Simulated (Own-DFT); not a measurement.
# Which defects push the lattice out? C11b WSi2

No measurement is shown. These are fixed-geometry runs of a retired plane-wave code named Own-DFT, which no person has reviewed; spin and spin-orbit coupling are neglected.

All runs used: PBE; PseudoDojo norm-conserving scalar-relativistic files; cutoff 50 hartree; 5 x 5 x 5 k mesh centred on Gamma; cold (Marzari-Vanderbilt) smearing of 0.2 eV.

Known weak points: forces on such cells failed a check on a denser k mesh; stress not checked against mesh or cutoff.

All runs share one cell, with vectors in Å (-2.148, -5.953, 3.409); (-6.444, 2.976, 1.136); (-2.553, -2.948, -6.757) and a volume of 403.2 Å³. u is the rms random offset of the atoms per axis. The defect's site can differ from row to row.

```
              cell  formula   u (Å)  P (GPa)
         no defect  Si20W10  0.0175     4.47
         no defect  Si20W10  0.0205     4.47
         no defect  Si20W10  0.0457     4.87
one Si on a W site   Si21W9  0.0332     6.32
one Si on a W site   Si21W9  0.0495     7.87
one Si on a W site   Si21W9  0.0511     6.94
one W on a Si site  Si19W11  0.0284     9.57
one W on a Si site  Si19W11  0.0293    10.09
one W on a Si site  Si19W11  0.0496    11.21
    one Si vacancy  Si19W10  0.0276     3.15
    one Si vacancy  Si19W10  0.0319     3.49
    one Si vacancy  Si19W10  0.0454     3.86
     one W vacancy   Si20W9  0.0292     3.40
     one W vacancy   Si20W9  0.0341     3.85
     one W vacancy   Si20W9  0.0454        ?
     one W vacancy   Si20W9  0.0517     4.91
```

## Worked fit

P = P0 + c u² + a shift for each defect gives P0 = 4.03 GPa, c = 613 ± 129 GPa/Å² and a scatter of 0.36 GPa. The shifts, and each times the cell's volume:

- one W on a Si site: 5.42 ± 0.30 GPa, 13.6 eV
- one Si on a W site: 1.75 ± 0.33 GPa, 4.4 eV
- one W vacancy: -0.93 ± 0.31 GPa, -2.3 eV
- one Si vacancy: -1.31 ± 0.30 GPa, -3.3 eV

Against the defect-free cell, a freed cell would be larger where the shift is positive and smaller where it is negative (160.2 GPa Å³ is 1 eV). The atoms around the defects weren't relaxed, which would change these numbers.

## Prediction

Q: what pressure belongs in the blank (one W vacancy, u = 0.0454 Å)?

Estimate: 4.36 ± 0.42 GPa. DFT gave 4.69 GPa.
